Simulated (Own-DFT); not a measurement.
# Computed records: Hf36O71 (tetragonal hafnia with one neutral oxygen vacancy, atoms displaced)

A calculation, not a measurement: plane-wave PBE and HSE06 DFT by an unreviewed code, no spin, of a simulated cell at Gamma alone, so results move with cell size and shape, stress positive in tension, energies less offsets, not probed for a lower state with spin; hafnium file: forces about 75 meV/angstrom off all-electron values; oxygen file: force components 24 meV/angstrom off all-electron in a glass; k mesh not checked against a denser one; forces and stress are PBE's, HSE06 gives the energy alone, and its difference from PBE has offsets of its own; offsets are fitted by least squares, one for each functional and potential file, so energies compare only between cells with the same atoms and settings and are not formation energies; the far tail of each file's local potential was reset to the Coulomb form; each entry is a single point on an unrelaxed cell, so the pressure reflects the starting lattice, taken from the Materials Project, from which strain is counted, and rises with the displacements; printed positions are rounded, which can move forces by about a meV/angstrom; the program is a retired in-house code; no spin-orbit coupling. Program: Own-DFT development build.

```yaml
- formula: Hf36O71
  kind: "tetragonal hafnia with one neutral oxygen vacancy, atoms displaced"
  structure:
    cell_angstrom: [[10.78, 0.0, 0.0], [0.0, 10.78, 0.0], [0.0, 0.0, 10.4493]]
    atoms_fractional:
      - [Hf, 0.0011, 0.99834, 0.99774]
      - [Hf, 0.16264, 0.16413, 0.25363]
      - [O, 0.00022, 0.16656, 0.15806]
      - [O, 0.16423, 0.99831, 0.34843]
      - [O, 0.00539, 0.16689, 0.40689]
      - [O, 0.1677, 0.00102, 0.09634]
      - [Hf, 0.99939, 0.00238, 0.49903]
      - [Hf, 0.16895, 0.16436, 0.74705]
      - [O, 0.99549, 0.16976, 0.65444]
      - [O, 0.16802, 0.99936, 0.84452]
      - [O, 0.99947, 0.1686, 0.90258]
      - [O, 0.16763, 0.00225, 0.59909]
      - [Hf, 0.00227, 0.33309, 0.99978]
      - [Hf, 0.1683, 0.49455, 0.24469]
      - [O, 0.99854, 0.49981, 0.15219]
      - [O, 0.16679, 0.32999, 0.3447]
      - [O, 0.00013, 0.50301, 0.40417]
      - [O, 0.16839, 0.3315, 0.10089]
      - [Hf, 0.9979, 0.33313, 0.50139]
      - [Hf, 0.16829, 0.50218, 0.7492]
      - [O, 0.00394, 0.49926, 0.65249]
      - [O, 0.16603, 0.33587, 0.84855]
      - [O, 0.00066, 0.49622, 0.90215]
      - [O, 0.16544, 0.32987, 0.5937]
      - [Hf, 0.00276, 0.66739, 0.00201]
      - [Hf, 0.16875, 0.83378, 0.25265]
      - [O, 0.99577, 0.83261, 0.15986]
      - [O, 0.1665, 0.66626, 0.34567]
      - [O, 0.99947, 0.83261, 0.40396]
      - [O, 0.16728, 0.66634, 0.09574]
      - [Hf, 0.99814, 0.66821, 0.49892]
      - [Hf, 0.16846, 0.83306, 0.75118]
      - [O, 0.99882, 0.8348, 0.65109]
      - [O, 0.16697, 0.66451, 0.84787]
      - [O, 0.00186, 0.83743, 0.90272]
      - [O, 0.16378, 0.66803, 0.59828]
      - [Hf, 0.3341, 0.99872, 0.00246]
      - [Hf, 0.50248, 0.16814, 0.25019]
      - [O, 0.32735, 0.16781, 0.15119]
      - [O, 0.50263, 0.00086, 0.34241]
      - [O, 0.33122, 0.17121, 0.39983]
      - [O, 0.49942, 0.00044, 0.09842]
      - [Hf, 0.33265, 0.99884, 0.49913]
      - [Hf, 0.4958, 0.16752, 0.74776]
      - [O, 0.33315, 0.16709, 0.65328]
      - [O, 0.49707, 0.99749, 0.84596]
      - [O, 0.33465, 0.16826, 0.89982]
      - [O, 0.50195, 0.00155, 0.59621]
      - [Hf, 0.3341, 0.3332, 0.00415]
      - [Hf, 0.49834, 0.49419, 0.25253]
      - [O, 0.33109, 0.50183, 0.15161]
      - [O, 0.50071, 0.33022, 0.34866]
      - [O, 0.33459, 0.49564, 0.40122]
      - [O, 0.49867, 0.33395, 0.09482]
      - [Hf, 0.3334, 0.33532, 0.49789]
      - [Hf, 0.50052, 0.5016, 0.74967]
      - [O, 0.33092, 0.49234, 0.6509]
      - [O, 0.50074, 0.33424, 0.85033]
      - [O, 0.33099, 0.49699, 0.90276]
      - [O, 0.50113, 0.32942, 0.59696]
      - [Hf, 0.33134, 0.66866, 0.99558]
      - [Hf, 0.49958, 0.83552, 0.24827]
      - [O, 0.32949, 0.83122, 0.14695]
      - [O, 0.50263, 0.66355, 0.34633]
      - [O, 0.32661, 0.83561, 0.40493]
      - [O, 0.49718, 0.67281, 0.1054]
      - [Hf, 0.33259, 0.66988, 0.49769]
      - [Hf, 0.50062, 0.83343, 0.74868]
      - [O, 0.3338, 0.83294, 0.65716]
      - [O, 0.49955, 0.66408, 0.84235]
      - [O, 0.33422, 0.83441, 0.90093]
      - [O, 0.50199, 0.6686, 0.59392]
      - [Hf, 0.66519, 0.99574, 0.00041]
      - [Hf, 0.83323, 0.16918, 0.25055]
      - [O, 0.66309, 0.16877, 0.15588]
      - [O, 0.83883, 0.00525, 0.34816]
      - [O, 0.66429, 0.16793, 0.41103]
      - [O, 0.82984, 0.00129, 0.0974]
      - [Hf, 0.66649, 0.00163, 0.49907]
      - [Hf, 0.83397, 0.16684, 0.75296]
      - [O, 0.66712, 0.16382, 0.65013]
      - [O, 0.83469, 0.99853, 0.84654]
      - [O, 0.66748, 0.16864, 0.89898]
      - [O, 0.82975, 0.99888, 0.59896]
      - [Hf, 0.6616, 0.33262, 0.99987]
      - [Hf, 0.83516, 0.49901, 0.25294]
      - [O, 0.66466, 0.49911, 0.15083]
      - [O, 0.82907, 0.32944, 0.34476]
      - [O, 0.66518, 0.50128, 0.40316]
      - [O, 0.83506, 0.33411, 0.10036]
      - [Hf, 0.66389, 0.33224, 0.50334]
      - [Hf, 0.83327, 0.49968, 0.74687]
      - [O, 0.66492, 0.50221, 0.6539]
      - [O, 0.66478, 0.49443, 0.90161]
      - [O, 0.83268, 0.32922, 0.59615]
      - [Hf, 0.67077, 0.6679, 0.00041]
      - [Hf, 0.83207, 0.83326, 0.25322]
      - [O, 0.66544, 0.83891, 0.14841]
      - [O, 0.83623, 0.6671, 0.34762]
      - [O, 0.66628, 0.83427, 0.40589]
      - [O, 0.83168, 0.66583, 0.09744]
      - [Hf, 0.66437, 0.66301, 0.50104]
      - [Hf, 0.83647, 0.83291, 0.74635]
      - [O, 0.6646, 0.83295, 0.64747]
      - [O, 0.83423, 0.66134, 0.84495]
      - [O, 0.66351, 0.83326, 0.90307]
      - [O, 0.83367, 0.67211, 0.60031]
  settings:
    first_functional: PBE
    second_functional: HSE06
    exact_exchange_share: 0.25
    "screening [1/bohr]": 0.11
    exchange_divergence: Gygi-Baldereschi
    potential_files: "PseudoDojo norm-conserving, scalar-relativistic, made for PBE, standard set"
    "wave_cutoff [hartree]": 48.0
    occupations: fixed
    k_mesh: "1 x 1 x 1 centred on Gamma"
  results:
    "PBE_energy_of_cell_above_offsets [eV]": "-101.270"
    "HSE06_less_PBE_above_offsets [eV]": "-0.172"
    "PBE_pressure [GPa]": 1.04
    "PBE_stress_xx [GPa]": -0.28
    "PBE_stress_yy [GPa]": -0.95
    "PBE_stress_zz [GPa]": -1.91
    "PBE_stress_yz [GPa]": -0.23
    "PBE_stress_xz [GPa]": 0.5
    "PBE_stress_xy [GPa]": 0.03
    force_element: [Hf, Hf, O, O, O, O, Hf, Hf, O, O, O, O, Hf, Hf, O, O, O, O, Hf, Hf, O, O, O, O, Hf, Hf, O, O, O, O, Hf, Hf, O, O, O, O, Hf, Hf, O, O, O, O, Hf, Hf, O, O, O, O, Hf, Hf, O, O, O, O, Hf, Hf, O, O, O, O, Hf, Hf, O, O, O, O, Hf, Hf, O, O, O, O, Hf, Hf, O, O, O, O, Hf, Hf, O, O, O, O, Hf, Hf, O, O, O, O, Hf, Hf, O, O, O, Hf, Hf, O, O, O, O, Hf, Hf, O, O, O, O]
    "force_x [eV/angstrom]": [-0.643, 0.764, -0.347, 0.176, -0.192, -0.581, -0.581, -0.598, 0.838, -0.137, -0.282, -0.002, -0.25, -0.502, 0.364, -0.212, -0.352, -0.416, 0.608, -0.272, -0.946, 0.051, -0.432, 0.101, -0.54, -0.728, 0.819, 0.411, 0.003, -0.318, 0.015, -0.529, 0.774, -0.074, 0.062, 0.92, -0.029, -1.288, 1.181, -0.411, 0.174, -0.213, 0.2, 1.079, -0.052, 0.162, -0.06, -1.052, -0.724, 0.348, 0.682, 0.142, 0.004, -0.253, -0.491, -0.403, 0.701, -0.153, 0.236, -0.466, 0.776, 0.342, 0.388, -0.526, 0.496, 0.428, -0.254, 0.723, -0.093, -0.127, -0.255, -1.302, 0.337, -0.121, 0.641, -0.25, -0.056, 0.612, 0.254, -0.801, -0.147, 0.006, 0.294, 0.838, 1.18, -0.515, 0.139, 0.362, 0.204, -0.345, 0.474, 0.518, 0.352, 0.481, -0.285, -1.046, -0.247, 0.194, -0.261, 0.083, 0.395, 0.567, -0.916, 0.25, -0.111, 0.13, -0.098]
    "force_y [eV/angstrom]": [0.986, 0.366, -0.134, -0.056, 0.265, -0.34, -0.538, 1.109, -0.411, 0.087, -0.527, -0.064, 0.099, 0.192, 0.258, 0.959, -0.897, 0.473, 0.261, -1.188, -0.026, -0.668, 0.835, -0.127, -0.605, -0.409, -0.035, -0.229, 0.463, 0.082, -0.029, -0.021, 0.125, 0.762, -1.287, 0.156, 0.809, -0.375, -0.229, -0.032, -1.373, -0.052, 1.497, 0.035, -0.165, 0.475, -0.408, -0.178, -0.423, 1.128, -0.225, 0.415, 1.14, -0.032, -0.57, -1.068, 0.606, -0.053, 0.849, 0.199, -0.52, -1.132, 0.468, 0.712, -0.326, -0.19, -1.021, 0.209, -0.089, 0.455, -0.339, -0.271, 0.784, -0.457, 0.026, -0.66, -0.05, 0.045, -0.274, 0.5, 0.293, -0.137, -0.443, -0.206, -0.076, -0.162, 0.063, 0.969, -0.749, -0.168, -0.151, -0.925, -0.011, 1.027, 0.649, -0.815, 0.538, -0.307, -0.137, -0.368, 0.209, 1.05, 0.077, -0.044, 1.035, -0.453, -0.484]
    "force_z [eV/angstrom]": [0.612, -0.451, -0.418, 0.268, -0.266, -0.006, 0.551, 0.478, -0.12, 0.349, 0.228, -0.305, -0.062, 0.687, 0.065, 0.236, -0.27, -0.18, 0.218, 0.303, -0.066, -0.408, 0.264, 0.045, -0.3, -0.439, -0.751, -0.005, 0.028, -0.076, 0.215, -0.248, 0.359, 0.195, 0.019, -0.21, -0.509, -0.192, 0.229, 0.553, 0.537, -0.118, 0.372, 0.577, -0.538, 0.061, 0.339, -0.241, -1.069, -0.636, -0.001, 0.027, -0.117, 1.105, 0.561, 0.36, -0.1, -0.563, 0.055, 0.257, 0.698, -0.558, 0.802, 0.297, -0.485, -1.532, 0.164, 0.012, -0.939, 0.574, 0.029, 0.219, -0.356, -0.888, -0.177, 0.096, -1.256, -0.247, 0.808, 0.044, 0.699, 0.16, 0.633, -0.347, -0.255, -0.664, 0.532, 0.74, -0.055, -0.948, -0.037, 0.599, -0.423, -0.004, 0.331, 0.173, 0.082, 0.612, 0.035, -0.934, 0.009, -0.176, -0.224, 1.01, 0.483, -0.325, -0.492]
```
